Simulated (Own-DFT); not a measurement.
# Misfit strain and the stress it brings: wurtzite GaN, 72 atoms (Ga36N36)

No measurement is shown. These are fixed-geometry runs of a retired plane-wave code named Own-DFT, which no person has reviewed; spin and spin-orbit coupling are neglected.

Settings: PBE; PseudoDojo norm-conserving scalar-relativistic files; cutoff 42 hartree; 4 x 4 x 3 k mesh centred on Gamma; Fermi-Dirac smearing of 0.1 eV.

Limits: forces not confirmed at this smearing and k mesh; stress not checked against mesh or cutoff.

Unstrained cell vectors in Å: (9.567, 0.000, 0.000); (-4.784, 8.285, 0.000); (0.000, 0.000, 10.370). The unstrained cell has measured lattice constants (interpolated for alloys), not those of this functional. That, the random moves and any unrelaxed bonds set the pressure at no strain. Each run strains x and y alike by e, as a substrate would, and holds the height along z. Each atom got a random Gaussian move of width 0.05 Å along each axis. Stress is positive in tension.

| e (%) | u (Å) | (s_xx + s_yy)/2 (GPa) | s_zz (GPa) |
|---|---|---|---|
| -3.00 | 0.053 | -28.10 | -11.88 |
| -2.50 | 0.050 | -23.47 | -11.77 |
| -2.25 | 0.052 | -22.00 | -10.28 |
| -0.75 | 0.054 | -11.41 | -10.36 |
| 0.25 | 0.049 | -7.17 | -5.18 |
| 0.50 | 0.051 | ? | ? |
| 1.25 | 0.053 | -1.28 | -7.17 |
| 1.75 | 0.053 | 1.32 | -5.99 |
| 2.75 | 0.048 | 5.22 | -4.28 |
| 3.00 | 0.048 | 6.03 | -3.01 |

## Worked fit

With e as a fraction, the in-plane stress is -7.7 + 561 e - 3468 e² GPa (errors 8 and 531, scatter 0.53), and s_zz is -7.8 + 138 e GPa (slope ± 19, scatter 1.21). At e = 0 the first slope is C11 + C12 and the second 2 C13, both with the ions held to the strained lattice and at the cell's own pressure. The term in e² is negative: the layer stiffens under compression and softens under tension. A free layer would change its height as e changes, and the in-plane slope would drop by 2 C13²/C33 to the biaxial modulus. At fixed height, a misfit of 1 % moves the in-plane stress by about 5.6 GPa and s_zz by 1.4 GPa.

## Prediction

The question: what are the two stresses at e = 0.50 %?

The fitted form gives -5.0 and -7.2 GPa. The calculation gave -4.45 and -7.05 GPa.
